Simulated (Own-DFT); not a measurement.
# Which defects push the lattice out? 2H SiC

Everything here is calculated. The program is Own-DFT (plane waves, in-house, since retired, never reviewed by a person); positions were held fixed, and spin and spin-orbit coupling were off.

Settings: PBE; PseudoDojo norm-conserving scalar-relativistic files; cutoff 42 hartree; 4 x 4 x 3 k mesh centred on Gamma; Fermi-Dirac smearing of 0.1 eV.

Limits (not all hold for every row): a neutral cation vacancy leaves holes that likely carry spin, which these runs leave out; not probed for a lower state with spin; forces on such cells moved up to 12 meV/angstrom on a denser k mesh; forces on such cells passed a denser k mesh, each cell not checked; stress not checked against mesh or cutoff.

All runs share one cell, with vectors in Å (9.248, 0.000, 0.000); (-4.624, 8.009, 0.000); (0.000, 0.000, 10.068) and a volume of 745.7 Å³. Atoms were moved at random from their sites; u is the rms move along one axis. The defect's site can differ from row to row.

```
cell,formula,u (Å),P (GPa)
no defect,C36Si36,0.0277,3.81
no defect,C36Si36,0.0569,5.97
no defect,C36Si36,0.0621,5.88
one C vacancy,C35Si36,0.0271,3.63
one C vacancy,C35Si36,0.0286,3.61
one C vacancy,C35Si36,0.0302,3.91
one Si vacancy,C36Si35,0.0491,4.11
one Si vacancy,C36Si35,0.0510,4.85
one Si vacancy,C36Si35,0.0511,4.69
one Si vacancy,C36Si35,0.0524,?
two N on a C site each,C34N2Si36,0.0288,2.89
two N on a C site each,C34N2Si36,0.0297,3.03
two N on a C site each,C34N2Si36,0.0519,4.42
two Al on a Si site each,Al2C36Si34,0.0307,6.05
two Al on a Si site each,Al2C36Si34,0.0314,6.01
two Al on a Si site each,Al2C36Si34,0.0512,7.12
```

## Working it out

P = P0 + c u² + a shift for each defect gives P0 = 3.29 GPa, c = 737 ± 68 GPa/Å² and a scatter of 0.21 GPa. The shifts, and each times the cell's volume:

- two Al on a Si site each: 1.98 ± 0.19 GPa, 9.2 eV (4.6 eV for each of its 2 sites)
- one C vacancy: -0.18 ± 0.21 GPa, -0.8 eV (not resolved)
- one Si vacancy: -0.61 ± 0.17 GPa, -2.9 eV
- two N on a C site each: -0.93 ± 0.19 GPa, -4.3 eV (-2.2 eV for each of its 2 sites)

A positive shift means that the defect pushes the cell outwards. Shift times volume (160.2 GPa Å³ is 1 eV) depends little on the cell's size, so, taken for each site, it can be compared between cells at like pressure. The atoms around the defects weren't relaxed, which would change these numbers.

## Withheld run

Asked: what pressure belongs in the blank (one Si vacancy, u = 0.0524 Å)?

Estimate: 4.70 ± 0.24 GPa. DFT gave 4.98 GPa.
